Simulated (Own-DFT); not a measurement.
# How strain changes the stress of diamond-structure GeSn with randomly placed atoms, 64 atoms (Ge52Sn12)

Calculated results; nothing here was measured. They come from Own-DFT, an in-house plane-wave density functional program, since retired, whose code no person has reviewed. Each row is one single-point run on a periodic cell that was not relaxed, without spin or spin-orbit coupling.

Settings of every run: PBE; PseudoDojo norm-conserving scalar-relativistic files; cutoff 49 hartree; 3 x 3 x 3 k mesh centred on Gamma; Fermi-Dirac smearing of 0.1 eV.

Known limits: forces on such cells moved up to 12 meV/angstrom on a denser k mesh; stress not checked against mesh or cutoff.

Unstrained cell vectors in Å: (11.628, 0.000, 0.000); (0.000, 11.628, 0.000); (0.000, 0.000, 11.628). The unstrained cell has measured lattice constants (interpolated for alloys), not those of this functional. That, the random moves and any unrelaxed bonds set the pressure at no strain. Each run strains this cell uniformly, with the atoms carried along. Every atom was also moved at random, by a Gaussian of width 0.05 Å on each axis. The random placing of the alloy's atoms differs from row to row. Strain is the symmetric tensor, in per cent. Stress is positive in tension, and the pressure is minus a third of its trace.

| run | e_xx (%) | e_yy (%) | e_zz (%) | s_xx (GPa) | s_yy (GPa) | s_zz (GPa) | P (GPa) | E (meV/atom) |
|---|---|---|---|---|---|---|---|---|
| 1 | 1.75 | 1.75 | 0.00 | -2.79 | -2.62 | -3.61 | 3.01 | 0.4 |
| 2 | 1.25 | 1.25 | 0.00 | -3.41 | -3.28 | -4.10 | 3.60 | 0.0 |
| 3 | -1.50 | -1.50 | 0.00 | -8.79 | -8.51 | -7.87 | 8.39 | 93.1 |
| 4 | 1.50 | 1.50 | 0.00 | -3.03 | -3.05 | -3.85 | 3.31 | 0.7 |
| 5 | 2.25 | 2.25 | 0.00 | -2.03 | -2.20 | -3.24 | 2.49 | 4.4 |
| 6 | -2.25 | -2.25 | 0.00 | -9.52 | -9.49 | -8.25 | 9.09 | 67.7 |
| 7 | 0.25 | 0.25 | 0.00 | -5.20 | -5.36 | -5.44 | 5.33 | 34.9 |
| 8 | 0.75 | 0.75 | 0.00 | -4.46 | -4.42 | -4.66 | 4.51 | 20.8 |
| 9 | 2.00 | 2.00 | 0.00 | ? | ? | ? | ? | ? |

E is the free energy for each atom above the lowest run shown.

## Worked fit

The change of volume is close to e_xx + e_yy + e_zz. A straight line through the runs shown gives P = 5.76 - 78 x (fractional change of volume) GPa, with an error of 2 on the slope and a scatter of 0.20 GPa. The strain isn't the same on all axes, but the crystal is cubic, so the slope still estimates the bulk modulus, averaged over pressures from 2.5 to 9.1 GPa.

## Withheld run

Question: what pressure should run 9 give? Its volume changes by 4.04 %.

The line gives 2.6 GPa. The calculation gave 2.49 GPa.
